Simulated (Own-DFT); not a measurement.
## Calculated data, AlN (wurtzite, atoms displaced)

All values are calculated (Own-DFT development build). A calculation, not a measurement: plane-wave PBE density functional theory by an unreviewed code, no spin, of a simulated periodic cell, stress positive in tension, free energy of the whole cell less one offset for each atom, forces on such cells passed a denser k mesh, this cell's mesh not checked; offsets are fitted by least squares, one for each functional and potential file, so energies compare only between cells with the same atoms and settings and are not formation energies; the far tail of each file's local potential was reset to the Coulomb form; each entry is a single point on an unrelaxed cell, so the pressure reflects the starting lattice, mostly measured values (interpolated for alloys), from which strain is counted, and rises with the displacements; printed positions are rounded, which can move forces by about a meV/angstrom; the program, named Own-DFT, is a retired in-house code; no spin-orbit coupling.

Common to all runs: functional PBE; potential files PseudoDojo norm-conserving, scalar-relativistic, standard set; wave cutoff 42 hartree; occupations Fermi-Dirac; smearing width 0.1 eV; hardware one NVIDIA H100; k mesh 2 x 2 x 2 centred on Gamma.

```yaml
- entry: 1
  formula: AlN
  kind: "wurtzite, atoms displaced"
  structure:
    cell_angstrom: [[12.448, 0.0, 0.0], [-6.224, 10.7803, 0.0], [0.0, 0.0, 9.964]]
    atoms_fractional:
      - [Al, 0.08711, 0.16803, 0.99819]
      - [Al, 0.16515, 0.08132, 0.24771]
      - ["N", 0.08258, 0.16601, 0.19372]
      - ["N", 0.16899, 0.08448, 0.44048]
      - [Al, 0.08346, 0.16654, 0.49912]
      - [Al, 0.16394, 0.08007, 0.75129]
      - ["N", 0.08487, 0.16792, 0.69066]
      - ["N", 0.16639, 0.0826, 0.93639]
      - [Al, 0.08306, 0.41664, 0.9992]
      - [Al, 0.16629, 0.33827, 0.24619]
      - ["N", 0.08414, 0.41581, 0.19382]
      - ["N", 0.16306, 0.33232, 0.44322]
      - [Al, 0.08507, 0.41811, 0.50099]
      - [Al, 0.16886, 0.33442, 0.74561]
      - ["N", 0.08462, 0.41504, 0.69132]
      - ["N", 0.17004, 0.33505, 0.94037]
      - [Al, 0.08386, 0.66638, 0.99963]
      - [Al, 0.16731, 0.58387, 0.25047]
      - ["N", 0.0826, 0.6662, 0.19124]
      - ["N", 0.16491, 0.58154, 0.44463]
      - [Al, 0.08377, 0.66833, 0.50238]
      - [Al, 0.16701, 0.58132, 0.75027]
      - ["N", 0.08243, 0.66505, 0.68941]
      - ["N", 0.16751, 0.58382, 0.94327]
      - [Al, 0.08516, 0.91698, 0.0004]
      - [Al, 0.16572, 0.83314, 0.24751]
      - ["N", 0.08253, 0.91804, 0.19239]
      - ["N", 0.16537, 0.8314, 0.44379]
      - [Al, 0.08446, 0.91582, 0.50158]
      - [Al, 0.1672, 0.83319, 0.74872]
      - ["N", 0.08158, 0.91625, 0.68968]
      - ["N", 0.16462, 0.83211, 0.93736]
      - [Al, 0.33423, 0.16864, 0.99866]
      - [Al, 0.41967, 0.08088, 0.24838]
      - ["N", 0.33245, 0.16345, 0.1931]
      - ["N", 0.41591, 0.08305, 0.43928]
      - [Al, 0.33354, 0.16808, 0.49968]
      - [Al, 0.41751, 0.07962, 0.75401]
      - ["N", 0.3337, 0.16686, 0.69163]
      - ["N", 0.41753, 0.08281, 0.94448]
      - [Al, 0.33246, 0.4157, 0.99875]
      - [Al, 0.4198, 0.33773, 0.24899]
      - ["N", 0.33336, 0.4173, 0.19393]
      - ["N", 0.41456, 0.33142, 0.44458]
      - [Al, 0.33383, 0.41836, 0.50231]
      - [Al, 0.41469, 0.33494, 0.75474]
      - ["N", 0.33381, 0.41981, 0.68918]
      - ["N", 0.4183, 0.33307, 0.94261]
      - [Al, 0.33302, 0.66815, 0.00055]
      - [Al, 0.41597, 0.58185, 0.25042]
      - ["N", 0.33324, 0.66811, 0.18993]
      - ["N", 0.41669, 0.58444, 0.44076]
      - [Al, 0.33511, 0.66481, 0.50117]
      - [Al, 0.41703, 0.58403, 0.74822]
      - ["N", 0.33447, 0.66865, 0.68988]
      - ["N", 0.41559, 0.58141, 0.94052]
      - [Al, 0.32954, 0.91711, 0.00387]
      - [Al, 0.41927, 0.83379, 0.24606]
      - ["N", 0.33541, 0.91591, 0.19118]
      - ["N", 0.41729, 0.83237, 0.43914]
      - [Al, 0.33285, 0.91588, 0.49936]
      - [Al, 0.41603, 0.83195, 0.75226]
      - ["N", 0.33485, 0.91885, 0.69054]
      - ["N", 0.41644, 0.83425, 0.93587]
      - [Al, 0.58071, 0.16556, 0.99472]
      - [Al, 0.66527, 0.08228, 0.25023]
      - ["N", 0.58149, 0.16186, 0.19227]
      - ["N", 0.66833, 0.08524, 0.44314]
      - [Al, 0.58135, 0.16249, 0.49988]
      - [Al, 0.66366, 0.08324, 0.74958]
      - ["N", 0.58458, 0.16916, 0.69261]
      - ["N", 0.66803, 0.0821, 0.94197]
      - [Al, 0.58339, 0.41926, 8.0e-05]
      - [Al, 0.6658, 0.33484, 0.25027]
      - ["N", 0.58115, 0.41316, 0.18948]
      - ["N", 0.66558, 0.33407, 0.44107]
      - [Al, 0.58249, 0.41624, 0.49772]
      - [Al, 0.6659, 0.33012, 0.74759]
      - ["N", 0.58408, 0.41532, 0.68946]
      - ["N", 0.66777, 0.33677, 0.94039]
      - [Al, 0.58309, 0.66717, 0.00086]
      - [Al, 0.66608, 0.58173, 0.25104]
      - ["N", 0.58308, 0.66737, 0.18973]
      - ["N", 0.66445, 0.58307, 0.44167]
      - [Al, 0.5843, 0.66861, 0.50147]
      - [Al, 0.66575, 0.5841, 0.75224]
      - ["N", 0.58256, 0.66439, 0.68714]
      - ["N", 0.66799, 0.58598, 0.9412]
      - [Al, 0.5836, 0.91869, 0.99773]
      - [Al, 0.66374, 0.83067, 0.24779]
      - ["N", 0.58303, 0.91557, 0.18929]
      - ["N", 0.66597, 0.83228, 0.44171]
      - [Al, 0.58102, 0.91394, 0.50016]
      - [Al, 0.67181, 0.83556, 0.75362]
      - ["N", 0.58452, 0.91815, 0.69274]
      - ["N", 0.6675, 0.83595, 0.94176]
      - [Al, 0.83687, 0.16798, 0.00184]
      - [Al, 0.91688, 0.08354, 0.24765]
      - ["N", 0.83428, 0.16637, 0.18805]
      - ["N", 0.91749, 0.08374, 0.4398]
      - [Al, 0.83328, 0.16517, 0.49728]
      - [Al, 0.91401, 0.08433, 0.74874]
      - ["N", 0.83458, 0.16704, 0.6892]
      - ["N", 0.91527, 0.08475, 0.93854]
      - [Al, 0.83246, 0.41461, 0.9986]
      - [Al, 0.91735, 0.33433, 0.24869]
      - ["N", 0.83428, 0.41515, 0.19152]
      - ["N", 0.91625, 0.33367, 0.44098]
      - [Al, 0.83176, 0.41085, 0.50326]
      - [Al, 0.91871, 0.33298, 0.75041]
      - ["N", 0.83338, 0.41875, 0.69071]
      - ["N", 0.91323, 0.33043, 0.9441]
      - [Al, 0.83085, 0.66662, 0.99786]
      - [Al, 0.91501, 0.58324, 0.25379]
      - ["N", 0.83426, 0.6665, 0.19086]
      - ["N", 0.91467, 0.58192, 0.43623]
      - [Al, 0.83041, 0.66566, 0.50162]
      - [Al, 0.91405, 0.57991, 0.75105]
      - ["N", 0.83248, 0.6682, 0.6922]
      - ["N", 0.91614, 0.57918, 0.94067]
      - [Al, 0.83483, 0.9183, 0.0024]
      - [Al, 0.91837, 0.83399, 0.25069]
      - ["N", 0.83013, 0.91581, 0.19007]
      - ["N", 0.91684, 0.83206, 0.44006]
      - [Al, 0.83109, 0.91177, 0.50103]
      - [Al, 0.91687, 0.83386, 0.75222]
      - ["N", 0.83339, 0.91693, 0.69341]
      - ["N", 0.91485, 0.82971, 0.94076]
  results:
    "free_energy_of_cell_above_offsets [eV]": "-62.154"
    "pressure [GPa]": 3.81
    "stress_xx [GPa]": -3.7
    "stress_yy [GPa]": -3.92
    "stress_zz [GPa]": -3.82
    "stress_yz [GPa]": -0.03
    "stress_xz [GPa]": 0.0
    "stress_xy [GPa]": 0.09
    force_element: [Al, Al, "N", "N", Al, Al, "N", "N", Al, Al, "N", "N", Al, Al, "N", "N", Al, Al, "N", "N", Al, Al, "N", "N", Al, Al, "N", "N", Al, Al, "N", "N", Al, Al, "N", "N", Al, Al, "N", "N", Al, Al, "N", "N", Al, Al, "N", "N", Al, Al, "N", "N", Al, Al, "N", "N", Al, Al, "N", "N", Al, Al, "N", "N", Al, Al, "N", "N", Al, Al, "N", "N", Al, Al, "N", "N", Al, Al, "N", "N", Al, Al, "N", "N", Al, Al, "N", "N", Al, Al, "N", "N", Al, Al, "N", "N", Al, Al, "N", "N", Al, Al, "N", "N", Al, Al, "N", "N", Al, Al, "N", "N", Al, Al, "N", "N", Al, Al, "N", "N", Al, Al, "N", "N", Al, Al, "N", "N"]
    "force_x [eV/angstrom]": [-0.85, 0.256, 0.257, -0.424, 0.116, 0.305, -0.264, 0.249, 0.009, 1.032, -0.8, 0.812, -0.56, -0.082, -0.4, -0.578, -0.493, -0.248, 0.065, 0.369, -0.29, -0.227, 0.041, -0.072, -0.697, 0.285, 0.497, 0.194, -0.411, -0.199, 0.332, 0.268, 0.11, -1.068, 0.058, 0.218, 0.226, -0.841, 0.049, -0.756, 0.332, -0.615, 0.041, 0.022, -0.147, 0.851, 0.315, -0.586, 0.453, -0.176, 0.299, 0.434, -0.928, 0.001, -0.002, 0.022, 0.846, -0.28, -0.701, -0.292, 0.148, 0.094, 0.084, -0.339, 1.153, 0.619, 0.158, -0.137, -0.418, 1.074, -0.104, -0.473, 0.586, 0.882, 0.101, 0.252, -0.131, -0.404, -0.541, -0.245, -0.22, 0.064, 0.112, 0.083, -0.133, 0.321, -0.1, -0.595, 0.003, 0.264, 0.081, -0.087, 0.297, -1.101, 0.005, 0.23, -0.794, -0.164, -0.284, -0.062, 0.297, 0.848, -0.79, 1.073, -0.2, -0.071, -0.671, 0.466, -0.494, -0.5, 0.553, 0.847, 1.141, 0.379, -0.5, 0.071, 0.639, -0.017, 0.227, -0.341, -0.104, -0.789, 0.677, -0.041, 0.108, 0.024, 0.386, 0.125]
    "force_y [eV/angstrom]": [-0.257, 0.922, 0.478, -0.567, -0.162, 0.747, -0.392, -0.025, -0.137, -1.467, 0.786, 0.533, -0.589, -0.45, 0.395, -0.295, -0.297, 0.064, 0.136, 0.693, -0.928, 0.393, 0.057, -0.211, -0.266, -0.1, -0.503, 0.444, 0.447, -0.113, -0.281, 0.232, -0.606, 0.405, 0.656, -0.277, -0.517, 1.05, -0.183, -0.244, 0.41, -1.638, -0.029, 0.942, -0.541, -0.354, -0.26, 0.383, -0.082, 0.612, -0.4, -0.272, 0.476, 0.31, -0.503, 0.452, -0.328, -0.252, -0.363, -0.075, 0.149, 0.508, -0.752, -0.013, 0.585, 0.146, 1.172, -0.879, 0.857, 0.171, -1.117, 0.75, -0.206, -0.902, 1.047, -0.573, -0.108, 1.292, 0.321, -0.774, 0.259, 0.425, -0.755, -0.001, -0.489, -0.568, 0.769, -0.446, -0.336, 0.542, 0.197, 0.136, 0.578, -0.521, -0.539, -0.55, -0.609, -0.192, 0.063, -0.747, 0.396, 0.079, 0.14, -0.154, 0.184, -0.438, 0.302, -0.283, 1.105, -0.098, -1.036, 0.706, -0.39, -0.316, -0.014, -0.009, -0.179, 0.926, -0.304, 0.748, -0.107, -0.322, -0.012, 0.049, 1.056, -0.13, 0.063, 1.086]
    "force_z [eV/angstrom]": [0.228, 0.867, -0.971, -0.04, -0.021, -1.079, 0.15, 1.108, 0.232, 1.291, -0.99, -0.519, -0.133, 0.489, 0.261, -0.176, 0.11, 0.378, -0.143, -0.539, -0.566, -0.091, 0.733, -0.468, -0.179, 0.778, -0.665, -0.716, -0.399, -0.378, 0.407, 0.687, 0.602, 0.429, -0.676, 0.228, 0.276, -0.541, 0.52, -0.487, 0.536, 0.729, -0.758, -0.888, -0.77, -1.237, 0.556, 0.074, -0.249, -0.054, 0.103, -0.068, -0.326, 0.322, 0.29, -0.043, -0.753, 0.718, -0.029, -0.018, -0.098, -0.912, 0.004, 1.448, 1.091, -0.062, -0.701, -0.442, -0.083, 0.175, -0.29, -0.378, -0.27, -0.012, 0.055, 0.012, 0.744, 0.447, 0.502, -0.065, -0.276, -0.156, 0.208, -0.352, -0.458, -0.68, 1.062, 0.082, 0.127, 0.428, -0.032, -0.379, 0.257, -0.455, -0.236, 0.154, -0.284, 0.488, 0.809, 0.059, 0.314, -0.024, 0.024, 0.352, 0.625, 0.431, -0.273, -0.05, -0.807, -0.001, 0.216, -0.734, 0.565, -1.055, -0.196, 1.779, -0.229, -0.099, 0.05, 0.052, -0.484, -0.107, 0.323, 0.257, -0.185, -0.286, -0.444, 0.326]
    "wall_time [s]": 369.4
- entry: 2
  formula: AlN
  kind: "wurtzite, atoms displaced"
  structure:
    cell_angstrom: [[12.448, 0.0, 0.0], [-6.224, 10.7803, 0.0], [0.0, 0.0, 9.964]]
    atoms_fractional:
      - [Al, 0.08327, 0.16651, 0.00289]
      - [Al, 0.16777, 0.08442, 0.24762]
      - ["N", 0.08667, 0.16644, 0.19499]
      - ["N", 0.16655, 0.08189, 0.44342]
      - [Al, 0.08451, 0.16847, 0.49807]
      - [Al, 0.16732, 0.08522, 0.7517]
      - ["N", 0.08284, 0.16623, 0.68949]
      - ["N", 0.16797, 0.08285, 0.94057]
      - [Al, 0.08234, 0.41693, 0.99921]
      - [Al, 0.16844, 0.33331, 0.25047]
      - ["N", 0.08345, 0.41618, 0.19009]
      - ["N", 0.16807, 0.33583, 0.44547]
      - [Al, 0.08106, 0.41501, 0.49743]
      - [Al, 0.16522, 0.33252, 0.75312]
      - ["N", 0.0833, 0.41769, 0.69233]
      - ["N", 0.16768, 0.33386, 0.94242]
      - [Al, 0.08292, 0.66779, 0.99961]
      - [Al, 0.16571, 0.58178, 0.25002]
      - ["N", 0.08365, 0.66562, 0.19018]
      - ["N", 0.16934, 0.58443, 0.4378]
      - [Al, 0.08112, 0.66577, 0.50154]
      - [Al, 0.16647, 0.58366, 0.74819]
      - ["N", 0.08361, 0.66471, 0.69638]
      - ["N", 0.16602, 0.58347, 0.94325]
      - [Al, 0.08444, 0.9185, 0.00199]
      - [Al, 0.16827, 0.83368, 0.24911]
      - ["N", 0.08459, 0.91889, 0.18978]
      - ["N", 0.16386, 0.83114, 0.44138]
      - [Al, 0.08017, 0.91406, 0.5048]
      - [Al, 0.16559, 0.83188, 0.74795]
      - ["N", 0.08354, 0.91691, 0.69012]
      - ["N", 0.1663, 0.83262, 0.93898]
      - [Al, 0.33263, 0.16519, 2.0e-05]
      - [Al, 0.41701, 0.08086, 0.24693]
      - ["N", 0.33544, 0.16932, 0.19073]
      - ["N", 0.41837, 0.08354, 0.44162]
      - [Al, 0.33455, 0.16368, 0.49969]
      - [Al, 0.41906, 0.08504, 0.75058]
      - ["N", 0.33526, 0.16719, 0.69014]
      - ["N", 0.41712, 0.08383, 0.94493]
      - [Al, 0.33268, 0.41477, 0.99762]
      - [Al, 0.41964, 0.33529, 0.24866]
      - ["N", 0.33264, 0.41559, 0.19459]
      - ["N", 0.41769, 0.33119, 0.4397]
      - [Al, 0.33021, 0.41544, 0.50122]
      - [Al, 0.42145, 0.33651, 0.74827]
      - ["N", 0.33061, 0.41694, 0.69123]
      - ["N", 0.41499, 0.33063, 0.93921]
      - [Al, 0.3315, 0.66349, 0.00108]
      - [Al, 0.41675, 0.58176, 0.2521]
      - ["N", 0.33057, 0.66358, 0.1923]
      - ["N", 0.41669, 0.58151, 0.43917]
      - [Al, 0.33542, 0.66699, 0.49779]
      - [Al, 0.41632, 0.58193, 0.74889]
      - ["N", 0.3324, 0.66791, 0.68774]
      - ["N", 0.41969, 0.58465, 0.94212]
      - [Al, 0.33493, 0.91683, 0.00168]
      - [Al, 0.41679, 0.83624, 0.25067]
      - ["N", 0.33549, 0.91532, 0.19134]
      - ["N", 0.4176, 0.83388, 0.44227]
      - [Al, 0.3332, 0.9142, 0.50127]
      - [Al, 0.41734, 0.83133, 0.74724]
      - ["N", 0.33416, 0.91689, 0.68872]
      - ["N", 0.42038, 0.83628, 0.94175]
      - [Al, 0.58386, 0.16872, 0.00322]
      - [Al, 0.66399, 0.07999, 0.25177]
      - ["N", 0.58554, 0.16705, 0.1887]
      - ["N", 0.66521, 0.08252, 0.4415]
      - [Al, 0.58375, 0.16545, 0.50107]
      - [Al, 0.67247, 0.08563, 0.74992]
      - ["N", 0.58251, 0.16774, 0.68969]
      - ["N", 0.66705, 0.0815, 0.94002]
      - [Al, 0.58139, 0.4162, 0.00151]
      - [Al, 0.66973, 0.33414, 0.24973]
      - ["N", 0.58054, 0.41681, 0.19331]
      - ["N", 0.6693, 0.33598, 0.44286]
      - [Al, 0.58192, 0.41634, 0.49775]
      - [Al, 0.66569, 0.33192, 0.75042]
      - ["N", 0.58552, 0.41663, 0.69113]
      - ["N", 0.6648, 0.33234, 0.93905]
      - [Al, 0.58703, 0.66822, 0.99893]
      - [Al, 0.66725, 0.58402, 0.24698]
      - ["N", 0.5835, 0.66653, 0.19353]
      - ["N", 0.66761, 0.58839, 0.44364]
      - [Al, 0.58226, 0.66598, 0.49529]
      - [Al, 0.6656, 0.58369, 0.74709]
      - ["N", 0.58179, 0.66634, 0.6907]
      - ["N", 0.66862, 0.58459, 0.94217]
      - [Al, 0.58704, 0.91622, 0.99986]
      - [Al, 0.66721, 0.83475, 0.25201]
      - ["N", 0.58445, 0.91776, 0.1924]
      - ["N", 0.66356, 0.83369, 0.44217]
      - [Al, 0.58404, 0.91598, 0.49845]
      - [Al, 0.66532, 0.83067, 0.75361]
      - ["N", 0.58612, 0.91748, 0.6905]
      - ["N", 0.66929, 0.83705, 0.94026]
      - [Al, 0.83425, 0.1683, 0.00278]
      - [Al, 0.9138, 0.08153, 0.2526]
      - ["N", 0.83224, 0.16521, 0.19199]
      - ["N", 0.91257, 0.08178, 0.4425]
      - [Al, 0.83338, 0.16641, 0.50099]
      - [Al, 0.91786, 0.08433, 0.75329]
      - ["N", 0.83579, 0.16585, 0.69089]
      - ["N", 0.91535, 0.08499, 0.93665]
      - [Al, 0.83021, 0.41817, 0.00062]
      - [Al, 0.91629, 0.33417, 0.2494]
      - ["N", 0.83328, 0.41375, 0.19286]
      - ["N", 0.91344, 0.33091, 0.44215]
      - [Al, 0.83598, 0.4171, 0.49855]
      - [Al, 0.91675, 0.33212, 0.74966]
      - ["N", 0.83044, 0.41525, 0.69103]
      - ["N", 0.91541, 0.33192, 0.94394]
      - [Al, 0.83187, 0.66686, 0.99975]
      - [Al, 0.9162, 0.58332, 0.25216]
      - ["N", 0.83305, 0.66612, 0.18767]
      - ["N", 0.91841, 0.5817, 0.44184]
      - [Al, 0.83409, 0.66828, 0.49923]
      - [Al, 0.91926, 0.58334, 0.74966]
      - ["N", 0.83467, 0.66648, 0.69329]
      - ["N", 0.91571, 0.58176, 0.94056]
      - [Al, 0.83147, 0.91498, 0.99909]
      - [Al, 0.916, 0.83215, 0.25261]
      - ["N", 0.83202, 0.91882, 0.18943]
      - ["N", 0.91511, 0.83162, 0.43959]
      - [Al, 0.83443, 0.91783, 0.49915]
      - [Al, 0.9181, 0.83519, 0.74943]
      - ["N", 0.8338, 0.91845, 0.69013]
      - ["N", 0.91453, 0.83303, 0.93888]
  results:
    "free_energy_of_cell_above_offsets [eV]": "-62.435"
    "pressure [GPa]": 3.74
    "stress_xx [GPa]": -3.99
    "stress_yy [GPa]": -3.66
    "stress_zz [GPa]": -3.57
    "stress_yz [GPa]": -0.04
    "stress_xz [GPa]": 0.06
    "stress_xy [GPa]": -0.11
    force_element: [Al, Al, "N", "N", Al, Al, "N", "N", Al, Al, "N", "N", Al, Al, "N", "N", Al, Al, "N", "N", Al, Al, "N", "N", Al, Al, "N", "N", Al, Al, "N", "N", Al, Al, "N", "N", Al, Al, "N", "N", Al, Al, "N", "N", Al, Al, "N", "N", Al, Al, "N", "N", Al, Al, "N", "N", Al, Al, "N", "N", Al, Al, "N", "N", Al, Al, "N", "N", Al, Al, "N", "N", Al, Al, "N", "N", Al, Al, "N", "N", Al, Al, "N", "N", Al, Al, "N", "N", Al, Al, "N", "N", Al, Al, "N", "N", Al, Al, "N", "N", Al, Al, "N", "N", Al, Al, "N", "N", Al, Al, "N", "N", Al, Al, "N", "N", Al, Al, "N", "N", Al, Al, "N", "N", Al, Al, "N", "N"]
    "force_x [eV/angstrom]": [-0.138, 0.615, -1.208, -0.167, -0.017, 0.319, 0.07, -0.582, 0.032, -0.421, -0.023, -0.475, 0.093, -0.013, 0.007, -0.336, 0.073, 0.044, -0.447, -0.684, 1.026, 0.511, -0.293, 0.107, -0.131, -0.341, 0.019, 0.19, 0.424, 0.369, 0.021, -0.002, 0.162, -0.199, 0.158, 0.101, -0.439, -0.227, -0.23, 0.077, 0.225, -0.836, 0.321, -0.704, 1.073, -0.745, 0.654, 0.114, 0.207, -0.349, 0.491, -0.146, -0.246, -0.438, 0.463, -0.174, -0.003, 0.909, -0.892, -0.008, -0.36, -0.043, -0.13, -0.142, 0.525, 0.318, -0.274, 0.339, -0.22, -0.995, 0.817, -0.161, 0.095, -0.762, 1.369, -0.136, 0.463, 0.104, -0.38, -0.142, -0.583, -0.144, 0.006, 0.727, -0.308, 0.523, 0.168, -0.435, -1.024, -0.185, -0.139, 1.095, -0.428, 0.1, -0.193, 0.177, -0.293, 0.37, 0.008, 0.875, -0.433, 0.118, -0.198, 0.701, 0.785, 0.603, -0.495, 0.655, -0.763, -0.381, 0.811, -0.283, 0.759, 0.397, 0.151, -0.756, 0.066, -0.82, -0.072, -0.175, 0.432, -0.054, 0.657, 0.032, -0.588, -0.344, 0.142, 0.491]
    "force_y [eV/angstrom]": [-0.12, -0.139, 0.005, -0.052, -0.544, -0.063, 0.22, 0.182, -0.022, 0.128, -0.336, -0.639, 0.599, -0.035, -0.267, -0.283, -0.309, 0.143, 0.239, -0.355, 0.027, -0.18, 0.4, -0.057, -0.639, -0.262, -0.553, 0.255, 0.612, 0.517, 0.005, 0.437, 0.253, 0.863, -0.598, -0.617, 0.336, -0.506, 0.118, -0.117, 0.493, -0.64, 0.129, 0.264, 0.101, -0.654, -0.204, 0.478, 0.818, 0.198, 0.701, 0.024, -0.133, 0.391, -0.568, -0.352, -0.225, -1.239, 0.269, -0.136, 0.458, 0.845, -0.114, -0.879, -0.679, 0.827, 0.001, 0.119, 0.522, -0.548, -0.283, 0.702, 0.016, -0.371, 0.296, -0.394, 0.311, 0.194, 0.364, 0.335, 0.004, 0.031, 0.339, -0.984, 0.462, 0.002, -0.099, -0.501, 0.435, -0.312, -0.545, -0.146, 0.356, 0.718, -0.128, -1.123, -0.51, 0.57, 0.213, 0.441, -0.277, -0.291, 0.484, -0.21, -0.455, -0.668, 0.996, 0.289, -0.31, 0.259, 0.187, 0.519, 0.117, -0.056, 0.082, 0.434, -0.674, -0.536, 0.239, 0.425, 0.891, 0.443, -0.646, 0.38, -0.471, -0.268, -0.436, 0.247]
    "force_z [eV/angstrom]": [-0.268, 0.993, -0.419, -0.48, 0.305, -0.616, 0.294, 0.247, 0.174, 0.268, 0.307, -0.969, 0.525, -0.515, -0.319, 0.055, 0.018, -0.223, 0.152, 0.781, -0.011, 0.639, -1.151, -0.612, -0.646, 0.221, 0.342, 0.035, -0.966, 0.315, 0.585, 0.389, 0.073, 0.557, -0.073, -0.613, 0.025, 0.169, 0.321, -0.443, 0.629, 0.619, -0.837, 0.282, -0.081, -0.066, 0.156, 0.145, 0.059, -0.598, 0.0, 0.501, -0.061, 0.214, 0.289, -0.273, -0.666, 0.037, -0.099, -0.401, -0.254, 0.506, 0.599, -0.143, -0.885, -0.137, 0.776, 0.008, -0.169, 0.07, 0.364, 0.293, -0.31, 0.548, -0.544, -0.531, 0.281, -0.297, -0.286, 0.642, 0.442, 0.712, -0.506, -0.791, 0.799, 0.299, -0.205, -0.365, 0.155, -0.075, -0.249, -0.396, 0.73, -1.051, 0.014, 0.276, -0.247, -0.223, 0.236, -0.361, 0.025, -1.0, -0.177, 1.526, -0.165, 0.094, -0.4, -0.418, 0.703, 0.321, -0.038, -0.433, -0.534, -0.515, 0.751, -0.128, 0.647, 0.298, -0.544, 0.191, -0.033, -0.897, 0.291, 0.243, 0.497, 0.021, 0.141, 0.49]
    "wall_time [s]": 359.8
```
